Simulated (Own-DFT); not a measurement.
Simulation results for GaN (wurtzite, strained, atoms displaced)

A calculation, not a measurement: plane-wave PBE density functional theory by an unreviewed code, no spin, of a simulated periodic cell, stress positive in tension, free energy of the whole cell less one offset for each atom, forces on such cells passed a denser k mesh, this cell's mesh not checked; offsets are fitted by least squares, one for each functional and potential file, so energies compare only between cells with the same atoms and settings and are not formation energies; the far tail of each file's local potential was reset to the Coulomb form; each entry is a single point on an unrelaxed cell, so the pressure reflects the starting lattice, mostly measured values (interpolated for alloys), from which strain is counted, and rises with the displacements; printed positions are rounded, which can move forces by about a meV/angstrom; the program, named Own-DFT, is a retired in-house code; no spin-orbit coupling. Program: Own-DFT development build.

Common to all runs: functional PBE; potential files PseudoDojo norm-conserving, scalar-relativistic, standard set with the stringent files for Ga; wave cutoff 96 hartree; occupations Gaussian; smearing width 0.01 eV; k mesh 3 x 4 x 3 centred on Gamma.

(1) GaN (wurtzite, strained, atoms displaced)

```
cell vectors (Å)
  12.7560     0.0000     0.0000
  -4.7835     8.2853     0.0000
   0.0000     0.0000    10.5515
atoms (fractions of the cell vectors)
Ga  0.09016  0.22873  0.99404
Ga  0.16489  0.11296  0.25461
N   0.08646  0.21694  0.17953
N   0.16987  0.11980  0.43760
Ga  0.07647  0.21597  0.50485
Ga  0.17413  0.12336  0.73810
N   0.07766  0.20499  0.68161
N   0.16039  0.10649  0.93443
Ga  0.08871  0.55831  0.99863
Ga  0.16954  0.44778  0.24246
N   0.08258  0.55776  0.18395
N   0.16741  0.45263  0.43682
Ga  0.08258  0.55678  0.50584
Ga  0.15830  0.44305  0.75081
N   0.08646  0.55338  0.68985
N   0.16049  0.44934  0.94898
Ga  0.08659  0.88525  0.00218
Ga  0.16322  0.77526  0.24939
N   0.09046  0.88726  0.18520
N   0.17609  0.78640  0.43318
Ga  0.08064  0.88857  0.49198
Ga  0.16183  0.78024  0.74960
N   0.08196  0.88365  0.69555
N   0.17004  0.78287  0.93781
Ga  0.32960  0.22285  0.99880
Ga  0.42199  0.11418  0.25259
N   0.33433  0.21338  0.19825
N   0.41946  0.11339  0.43123
Ga  0.34111  0.23264  0.49627
Ga  0.41251  0.09453  0.74928
N   0.32849  0.22144  0.69287
N   0.41607  0.10014  0.93566
Ga  0.33052  0.54976  0.99983
Ga  0.42517  0.44369  0.24581
N   0.33831  0.56319  0.18903
N   0.41710  0.43915  0.43223
Ga  0.33265  0.55253  0.49596
Ga  0.42304  0.44733  0.75119
N   0.32542  0.55282  0.68557
N   0.41848  0.44201  0.93851
Ga  0.32927  0.88174  0.00228
Ga  0.41789  0.77219  0.24385
N   0.33588  0.89455  0.18060
N   0.41599  0.77974  0.43617
Ga  0.33500  0.89031  0.49770
Ga  0.41626  0.77746  0.75060
N   0.33364  0.89665  0.69013
N   0.41901  0.78141  0.94034
Ga  0.58492  0.21557  0.00299
Ga  0.67559  0.13187  0.25042
N   0.58436  0.22676  0.19197
N   0.67112  0.11476  0.44214
Ga  0.58302  0.21901  0.49994
Ga  0.66660  0.10698  0.74958
N   0.58332  0.22974  0.68368
N   0.66858  0.11051  0.93620
Ga  0.58368  0.55001  0.00366
Ga  0.66815  0.45566  0.25164
N   0.57900  0.55123  0.18969
N   0.66627  0.43518  0.44219
Ga  0.57879  0.55740  0.50148
Ga  0.66191  0.44879  0.75583
N   0.58336  0.55058  0.69103
N   0.66506  0.43942  0.93101
Ga  0.58930  0.89828  0.00044
Ga  0.66889  0.77940  0.26136
N   0.58154  0.89421  0.17878
N   0.66281  0.76905  0.43763
Ga  0.59377  0.89416  0.49965
Ga  0.67685  0.77897  0.75537
N   0.58498  0.89317  0.69276
N   0.67707  0.78504  0.94037
Ga  0.83509  0.22230  0.00612
Ga  0.91804  0.11386  0.25500
N   0.83086  0.22109  0.18781
N   0.91971  0.11338  0.43741
Ga  0.82699  0.21809  0.49820
Ga  0.91322  0.10001  0.74994
N   0.83199  0.21935  0.68872
N   0.91405  0.11779  0.93301
Ga  0.82863  0.55484  0.99306
Ga  0.91926  0.44257  0.25144
N   0.82852  0.55145  0.19220
N   0.92396  0.44841  0.44125
Ga  0.83115  0.56283  0.49607
Ga  0.91121  0.44989  0.74512
N   0.83042  0.55895  0.69183
N   0.91691  0.46054  0.93626
Ga  0.84403  0.89551  0.00217
Ga  0.91591  0.78079  0.25014
N   0.83300  0.88085  0.18231
N   0.90947  0.77436  0.43946
Ga  0.83263  0.88767  0.49828
Ga  0.91556  0.77811  0.74098
N   0.82869  0.88034  0.69028
N   0.90877  0.76811  0.93209
```

| Property | Result |
| --- | --- |
| free energy of cell above offsets | -4.619 eV |
| pressure | 3.95 GPa |
| stress xx | -6.64 GPa |
| stress yy | -4.94 GPa |
| stress zz | -0.28 GPa |
| stress yz | 0.28 GPa |
| stress xz | 0.09 GPa |
| stress xy | -0.07 GPa |

Force:
```tsv
element	x (eV/Å)	y (eV/Å)	z (eV/Å)
Ga	-1.142	-1.314	0.306
Ga	1.169	-0.365	-0.604
N	-1.262	0.743	0.83
N	-0.317	-0.839	0.477
Ga	1.216	1.766	-1.229
Ga	-1.207	-2.673	1.95
N	-1.33	1.577	1.268
N	0.796	0.536	-0.335
Ga	-3.442	1.343	0.497
Ga	-0.172	-0.291	1.013
N	0.326	-0.544	0.28
N	0.155	-1.333	-0.371
Ga	1.027	0.724	-0.656
Ga	1.746	-0.91	0.326
N	-2.086	0.799	-0.22
N	2.86	-1.153	-2.308
Ga	-1.305	0.035	-0.799
Ga	1.869	0.397	-0.008
N	-2.231	0.506	0.702
N	-1.918	-0.995	0.615
Ga	1.09	0.388	0.997
Ga	1.705	-0.533	0.642
N	-0.977	1.357	-2.167
N	-0.222	-1.027	-0.581
Ga	1.086	-1.45	0.391
Ga	-0.097	-1.251	-0.841
N	-1.203	1.361	-1.632
N	-0.038	-0.12	1.559
Ga	-0.166	-2.065	0.923
Ga	0.033	4.093	1.157
N	2.933	1.343	-1.621
N	-0.535	1.263	0.42
Ga	0.52	1.399	-0.026
Ga	-2.662	-1.331	0.577
N	0.347	-2.46	-0.828
N	-0.27	1.815	0.224
Ga	-0.394	0.48	0.195
Ga	-1.695	-0.532	0.012
N	1.111	-0.093	0.467
N	-0.552	0.326	0.089
Ga	0.754	0.923	-0.334
Ga	-0.828	2.46	0.745
N	0.053	-0.933	1.662
N	1.435	-0.069	-0.019
Ga	0.416	0.564	0.435
Ga	-0.225	-0.134	0.208
N	0.061	-3.557	-1.697
N	0.308	-1.082	-0.587
Ga	-1.013	0.148	-0.459
Ga	-1.252	-2.44	0.408
N	0.386	0.759	-0.676
N	-0.814	-0.866	-1.473
Ga	-0.441	-0.02	0.632
Ga	-0.745	1.497	0.231
N	0.305	-1.056	0.746
N	0.231	0.894	0.131
Ga	0.139	1.164	-0.537
Ga	0.48	-1.455	0.68
N	1.464	1.872	-0.585
N	-1.018	1.682	-0.838
Ga	1.171	-1.654	0.588
Ga	1.627	-1.427	-1.329
N	-1.038	1.765	-1.078
N	-0.624	-0.3	2.058
Ga	0.197	-1.526	-0.641
Ga	-0.881	0.285	-3.164
N	1.408	0.318	2.35
N	0.598	1.192	0.73
Ga	-2.177	-0.599	0.673
Ga	-2.74	-0.88	0.813
N	0.727	-1.472	-1.062
N	-0.817	-0.94	0.138
Ga	-0.625	1.074	-1.627
Ga	0.533	-0.395	-1.349
N	1.661	0.523	0.338
N	-1.271	-1.021	-0.076
Ga	1.791	1.698	1.349
Ga	-0.565	1.142	0.073
N	0.424	0.282	-0.52
N	1.468	-0.33	0.671
Ga	-0.044	0.109	1.254
Ga	-0.553	0.851	0.078
N	0.938	0.711	-0.6
N	-1.584	-0.475	-0.453
Ga	0.788	-2.155	1.144
Ga	1.045	-0.856	0.866
N	-0.355	-0.294	-1.527
N	1.673	-1.838	-0.071
Ga	-0.641	-0.263	-0.945
Ga	1.228	-0.801	-0.599
N	-0.806	1.29	1.684
N	0.887	1.302	-0.829
Ga	-0.445	0.391	0.74
Ga	0.709	-0.137	1.689
N	0.879	1.3	-1.991
N	0.958	1.806	0.259
```

(2) GaN (wurtzite, strained, atoms displaced)

```
cell vectors (Å)
  12.7560     0.0000     0.0000
  -4.7835     8.2853     0.0000
   0.0000     0.0000    10.5515
atoms (fractions of the cell vectors)
Ga  0.08208  0.21967  0.99917
Ga  0.16365  0.11184  0.24943
N   0.08753  0.22585  0.18115
N   0.17253  0.11513  0.43645
Ga  0.07863  0.21986  0.49551
Ga  0.17499  0.11657  0.74856
N   0.08007  0.21379  0.68392
N   0.17335  0.12103  0.93459
Ga  0.08154  0.55455  0.00868
Ga  0.17038  0.44202  0.24655
N   0.07094  0.55504  0.18465
N   0.16566  0.44294  0.43381
Ga  0.07879  0.55046  0.49344
Ga  0.16803  0.45231  0.75776
N   0.07205  0.55104  0.68393
N   0.16510  0.43513  0.93171
Ga  0.08431  0.88202  0.00625
Ga  0.16953  0.77839  0.24264
N   0.07267  0.88674  0.18965
N   0.15951  0.77493  0.43753
Ga  0.08678  0.88665  0.49814
Ga  0.16704  0.77251  0.75065
N   0.07856  0.89877  0.69052
N   0.16504  0.77768  0.93150
Ga  0.34045  0.22210  0.99444
Ga  0.41203  0.10755  0.25536
N   0.34453  0.22842  0.18596
N   0.41657  0.11666  0.44338
Ga  0.33084  0.21356  0.49975
Ga  0.41926  0.10527  0.75610
N   0.33352  0.22904  0.68485
N   0.40678  0.11411  0.94266
Ga  0.33136  0.55679  0.00281
Ga  0.41789  0.44539  0.25368
N   0.32512  0.55246  0.18634
N   0.41309  0.43511  0.44479
Ga  0.34197  0.56694  0.49450
Ga  0.41679  0.45131  0.75009
N   0.33100  0.54412  0.68545
N   0.41913  0.44989  0.93980
Ga  0.32973  0.88833  0.99510
Ga  0.41488  0.77695  0.25446
N   0.33120  0.88262  0.19512
N   0.41228  0.77537  0.43847
Ga  0.33459  0.87713  0.50441
Ga  0.40950  0.77429  0.74878
N   0.32975  0.88535  0.68024
N   0.41232  0.77552  0.94697
Ga  0.59110  0.22297  0.99904
Ga  0.66575  0.10563  0.24767
N   0.58404  0.22168  0.18851
N   0.66926  0.11607  0.44195
Ga  0.58893  0.22958  0.50069
Ga  0.66371  0.10694  0.74476
N   0.58561  0.22469  0.68711
N   0.67271  0.11464  0.93994
Ga  0.59138  0.56043  0.00333
Ga  0.67092  0.45283  0.25213
N   0.58336  0.55766  0.19033
N   0.66745  0.44550  0.43388
Ga  0.57894  0.55428  0.49788
Ga  0.67168  0.45076  0.76334
N   0.57472  0.55206  0.69045
N   0.66300  0.44929  0.94052
Ga  0.57723  0.88435  0.00795
Ga  0.67062  0.77914  0.24318
N   0.59070  0.88434  0.19019
N   0.66233  0.78270  0.44034
Ga  0.57919  0.89133  0.50362
Ga  0.66613  0.77839  0.75001
N   0.58868  0.89392  0.69145
N   0.66355  0.77880  0.93998
Ga  0.83533  0.21957  0.00359
Ga  0.91591  0.10494  0.24584
N   0.82899  0.22711  0.19400
N   0.92715  0.12439  0.43511
Ga  0.83061  0.22256  0.49447
Ga  0.91694  0.10782  0.74263
N   0.83153  0.22267  0.68290
N   0.91856  0.10753  0.94078
Ga  0.82711  0.56430  0.99745
Ga  0.91813  0.45071  0.25581
N   0.83540  0.56280  0.19628
N   0.91830  0.43883  0.44371
Ga  0.83347  0.55910  0.50052
Ga  0.91074  0.44481  0.75153
N   0.83386  0.56664  0.68392
N   0.91378  0.44049  0.94336
Ga  0.83367  0.88583  0.99696
Ga  0.91004  0.76695  0.25324
N   0.83340  0.89633  0.18809
N   0.91598  0.78592  0.44122
Ga  0.84069  0.89499  0.49764
Ga  0.90866  0.76002  0.74949
N   0.83408  0.89534  0.68588
N   0.90899  0.77254  0.93960
```

| Quantity | Value |
| --- | --- |
| free energy of cell above offsets | -4.122 eV |
| pressure | 4.08 GPa |
| stress xx | -5.88 GPa |
| stress yy | -6.39 GPa |
| stress zz | 0.02 GPa |
| stress yz | -0.74 GPa |
| stress xz | 0.84 GPa |
| stress xy | -0.07 GPa |

Force:
```tsv
element	x (eV/Å)	y (eV/Å)	z (eV/Å)
Ga	0.805	-0.368	-0.636
Ga	1.171	0.228	-0.025
N	-0.745	-0.405	0.658
N	-1.305	-0.935	-0.585
Ga	2.602	1.231	1.504
Ga	-1.512	-0.186	0.255
N	0.185	1.545	0.183
N	-0.076	-1.453	0.804
Ga	-0.021	-0.578	-2.073
Ga	-2.134	-0.441	1.044
N	2.449	0.608	0.758
N	0.523	0.78	-0.091
Ga	1.223	0.497	1.014
Ga	-0.565	-1.648	-2.612
N	1.456	0.647	0.388
N	-0.696	1.606	2.108
Ga	-1.257	1.489	-1.133
Ga	-1.791	-0.413	1.482
N	1.667	0.187	-0.208
N	1.984	-0.405	-0.802
Ga	-1.397	1.234	1.086
Ga	-2.011	0.266	-1.255
N	1.397	-1.819	-0.374
N	0.382	-0.637	1.268
Ga	-4.126	2.778	1.91
Ga	0.887	0.628	0.014
N	-1.604	-0.625	-0.019
N	1.814	-1.67	-0.539
Ga	-0.476	0.904	1.065
Ga	-1.265	1.305	-1.119
N	1.626	-0.639	0.5
N	5.346	-2.48	-1.891
Ga	0.501	-1.25	-0.438
Ga	-0.23	-0.379	-0.067
N	2.033	1.211	0.276
N	-0.277	1.308	-1.372
Ga	-0.779	-3.416	1.098
Ga	0.416	-1.55	1.027
N	-1.678	2.297	-0.346
N	0.235	0.178	0.068
Ga	0.062	0.303	1.154
Ga	0.843	-0.284	-0.85
N	0.299	0.959	-1.393
N	1.274	1.016	-0.644
Ga	-2.635	1.802	-1.434
Ga	1.504	-0.406	0.429
N	0.448	0.134	1.986
N	-0.159	0.668	-1.408
Ga	-1.159	-0.215	0.927
Ga	-0.551	0.664	0.753
N	-0.137	-0.032	-0.09
N	-0.936	-1.106	-0.949
Ga	-0.854	-0.453	-0.074
Ga	0.835	1.347	0.941
N	-0.28	0.293	0.9
N	-0.88	-1.068	-0.587
Ga	-2.902	0.144	0.231
Ga	-0.415	-1.433	-0.294
N	0.364	-0.014	-0.256
N	-0.054	0.612	0.879
Ga	0.64	0.478	0.683
Ga	-1.392	-0.552	-2.624
N	2.216	0.893	-0.441
N	1.403	-1.186	0.245
Ga	0.825	0.681	-0.937
Ga	0.249	-0.492	1.917
N	-2.764	0.328	-0.053
N	0.892	-0.287	-0.552
Ga	1.148	0.391	-0.067
Ga	0.41	-0.22	-0.021
N	-1.795	-1.51	-0.511
N	0.402	0.191	-0.142
Ga	0.214	0.144	0.249
Ga	-0.294	2.28	0.65
N	1.466	-0.171	-0.517
N	-2.419	-2.126	-1.071
Ga	1.232	-0.49	1.007
Ga	-0.145	1.133	0.997
N	-0.079	0.088	0.462
N	-0.7	0.094	-0.631
Ga	2.069	-1.802	1.588
Ga	-0.908	-1.351	0.168
N	-0.306	-1.846	-1.69
N	-1.962	1.103	-1.164
Ga	0.114	-0.075	-0.513
Ga	0.598	-0.826	0.17
N	-0.165	-3.834	-0.189
N	-0.694	0.91	-0.627
Ga	-1.063	0.964	0.44
Ga	-0.434	2.814	0.757
N	1.009	-1.783	-0.681
N	1.428	-1.361	-0.841
Ga	-2.139	0.585	0.712
Ga	0.109	5.401	0.844
N	0.034	-1.957	0.031
N	1.375	0.826	-0.792
```

(3) GaN (wurtzite, strained, atoms displaced)

```
cell vectors (Å)
  12.7560     0.0000     0.0000
  -4.7835     8.2853     0.0000
   0.0000     0.0000    10.5515
atoms (fractions of the cell vectors)
Ga  0.08225  0.22308  0.99686
Ga  0.16387  0.10423  0.26085
N   0.08566  0.23166  0.19419
N   0.16510  0.11257  0.43525
Ga  0.09189  0.23602  0.49846
Ga  0.16398  0.11153  0.74735
N   0.09148  0.22964  0.69089
N   0.16357  0.11057  0.94135
Ga  0.07714  0.54705  0.99930
Ga  0.16764  0.44754  0.25177
N   0.08249  0.55566  0.20252
N   0.16920  0.44843  0.43269
Ga  0.07962  0.55894  0.49403
Ga  0.16886  0.45003  0.75341
N   0.07996  0.54770  0.69021
N   0.16520  0.44152  0.94352
Ga  0.08163  0.88980  0.99973
Ga  0.16472  0.78490  0.24821
N   0.08051  0.88914  0.19302
N   0.16794  0.78988  0.43829
Ga  0.07571  0.88658  0.49799
Ga  0.16931  0.77454  0.75269
N   0.08186  0.88424  0.69619
N   0.15702  0.77928  0.94715
Ga  0.33051  0.21368  0.00703
Ga  0.41397  0.10930  0.25007
N   0.33838  0.22993  0.19729
N   0.41616  0.11254  0.43261
Ga  0.33760  0.22509  0.50972
Ga  0.41843  0.11584  0.74423
N   0.32723  0.22283  0.69072
N   0.42481  0.11195  0.93911
Ga  0.32952  0.54688  0.00308
Ga  0.40921  0.43622  0.25045
N   0.33077  0.54653  0.18506
N   0.42359  0.43835  0.44031
Ga  0.33238  0.55567  0.50318
Ga  0.42175  0.45197  0.74972
N   0.32990  0.55422  0.69327
N   0.41521  0.44738  0.93832
Ga  0.33577  0.89291  0.99596
Ga  0.41797  0.78591  0.25806
N   0.32881  0.88200  0.18253
N   0.41252  0.77162  0.44272
Ga  0.33084  0.87642  0.49571
Ga  0.42052  0.78452  0.75551
N   0.33964  0.89438  0.68461
N   0.41784  0.78628  0.93742
Ga  0.59578  0.22681  0.00511
Ga  0.66928  0.10501  0.25396
N   0.58206  0.21253  0.18279
N   0.66113  0.11057  0.43779
Ga  0.57701  0.22483  0.50662
Ga  0.66794  0.10669  0.74813
N   0.58900  0.21711  0.68093
N   0.66028  0.10678  0.94100
Ga  0.58621  0.55792  0.00659
Ga  0.67143  0.44733  0.25566
N   0.58744  0.56047  0.19849
N   0.67440  0.44549  0.44610
Ga  0.58652  0.55969  0.50308
Ga  0.66317  0.45300  0.74630
N   0.57867  0.55321  0.68854
N   0.67112  0.44165  0.94024
Ga  0.58197  0.90498  0.00451
Ga  0.65902  0.77020  0.25211
N   0.58415  0.88708  0.18445
N   0.67240  0.78102  0.44265
Ga  0.58095  0.88334  0.50483
Ga  0.67230  0.77631  0.74424
N   0.58542  0.89306  0.69345
N   0.66692  0.77918  0.93797
Ga  0.83074  0.22664  0.00285
Ga  0.91996  0.12233  0.24860
N   0.82978  0.22629  0.18655
N   0.91396  0.10111  0.44528
Ga  0.83508  0.22245  0.49943
Ga  0.92140  0.11116  0.75227
N   0.83753  0.22958  0.69391
N   0.91165  0.10207  0.94013
Ga  0.83971  0.56009  0.00415
Ga  0.91228  0.43215  0.25315
N   0.82249  0.55160  0.19044
N   0.91545  0.44606  0.43582
Ga  0.83790  0.55749  0.49839
Ga  0.91615  0.44007  0.73911
N   0.83766  0.55099  0.68638
N   0.91937  0.45056  0.94337
Ga  0.83299  0.89129  0.00055
Ga  0.92238  0.79073  0.25046
N   0.83488  0.89457  0.19248
N   0.91490  0.78039  0.43912
Ga  0.84640  0.88972  0.50052
Ga  0.92373  0.78511  0.74939
N   0.83116  0.89113  0.68147
N   0.91832  0.77910  0.94273
```

| Property | Result |
| --- | --- |
| free energy of cell above offsets | -5.157 eV |
| pressure | 3.82 GPa |
| stress xx | -5.71 GPa |
| stress yy | -6.13 GPa |
| stress zz | 0.38 GPa |
| stress yz | 0.19 GPa |
| stress xz | 0.49 GPa |
| stress xy | 0.12 GPa |

Force:
```tsv
element	x (eV/Å)	y (eV/Å)	z (eV/Å)
Ga	-0.152	-0.643	1.243
Ga	-0.208	1.514	-1.895
N	0.433	-1.31	-0.91
N	0.363	0.066	2.195
Ga	-0.69	-1.441	0.4
Ga	0.576	-0.494	1.157
N	-1.176	-0.334	-0.615
N	0.506	0.155	-0.387
Ga	0.91	1.438	1.398
Ga	0.236	0.395	-0.57
N	-0.632	0.131	-1.447
N	-0.333	0.643	1.244
Ga	0.997	0.285	0.414
Ga	-0.038	-0.597	0.467
N	0.555	1.333	-0.923
N	-0.469	0.589	-0.877
Ga	-0.792	0.662	0.709
Ga	0.829	-1.119	0.218
N	0.562	0.725	-0.978
N	-0.092	-1.224	-0.096
Ga	1.331	1.039	1.062
Ga	-0.288	0.25	0.261
N	0.972	1.017	-1.599
N	2.644	-0.921	-1.276
Ga	0.468	0.884	-0.675
Ga	0.968	0.088	-0.445
N	-0.761	-2.835	-1.528
N	-0.056	-0.781	1.153
Ga	-0.476	-0.849	-1.366
Ga	0.396	-0.028	1.132
N	1.388	0.406	0.087
N	-1.175	0.674	-0.511
Ga	0.188	1.438	-0.225
Ga	1.094	2.287	0.973
N	-0.211	1.468	0.966
N	-1.637	0.903	0.105
Ga	0.775	-1.04	0.263
Ga	-1.655	-1.075	1.202
N	0.809	1.021	-0.703
N	1.029	-0.774	0.11
Ga	-0.854	-0.431	0.353
Ga	0.278	-1.151	-1.536
N	0.033	0.731	0.908
N	1.082	0.154	-0.706
Ga	-1.067	2.164	0.946
Ga	-0.048	-0.464	-0.25
N	-0.836	-0.787	0.111
N	0.214	-1.406	0.375
Ga	-2.195	0.3	-0.425
Ga	-1.38	0.227	0.088
N	-0.097	0.689	1.796
N	0.793	-0.233	0.506
Ga	1.175	-0.338	-1.913
Ga	0.065	1.122	0.776
N	-1.526	0.994	1.856
N	1.993	1.735	-1.61
Ga	-0.055	-0.127	-0.217
Ga	-1.714	-1.582	0.496
N	-0.647	-1.981	-1.12
N	-1.344	0.049	-0.617
Ga	0.605	-0.153	-0.9
Ga	2.488	-1.469	1.029
N	0.628	0.889	-0.627
N	-0.688	0.997	-0.73
Ga	1.026	-3.134	-0.342
Ga	1.119	1.727	0.603
N	-0.618	-0.059	1.231
N	-0.577	-0.125	-0.113
Ga	0.597	0.981	-0.101
Ga	-1.337	0.423	1.549
N	0.512	-1.403	-0.896
N	-0.314	0.065	-0.211
Ga	0.438	-0.439	-0.906
Ga	0.141	-1.209	0.57
N	0.82	-1.16	0.034
N	0.19	2.694	-1.069
Ga	-0.58	-0.816	0.499
Ga	-0.621	0.333	-0.242
N	0.369	-2.457	-1.011
N	-0.082	2.054	-0.465
Ga	-1.132	-0.112	0.057
Ga	-0.666	2.489	-0.408
N	3.078	1.591	-0.234
N	0.615	-0.666	0.347
Ga	-0.569	-0.024	0.728
Ga	-0.312	1.221	2.196
N	-1.65	1.386	-0.063
N	-0.449	-1.462	-1.13
Ga	-0.129	-1.352	0.846
Ga	-1.581	-1.836	-0.033
N	-0.465	0.119	-0.327
N	1.873	-1.475	-1.019
Ga	-3.33	0.244	0.411
Ga	-1.439	-1.666	0.962
N	1.65	0.083	0.959
N	-0.668	0.112	-0.747
```
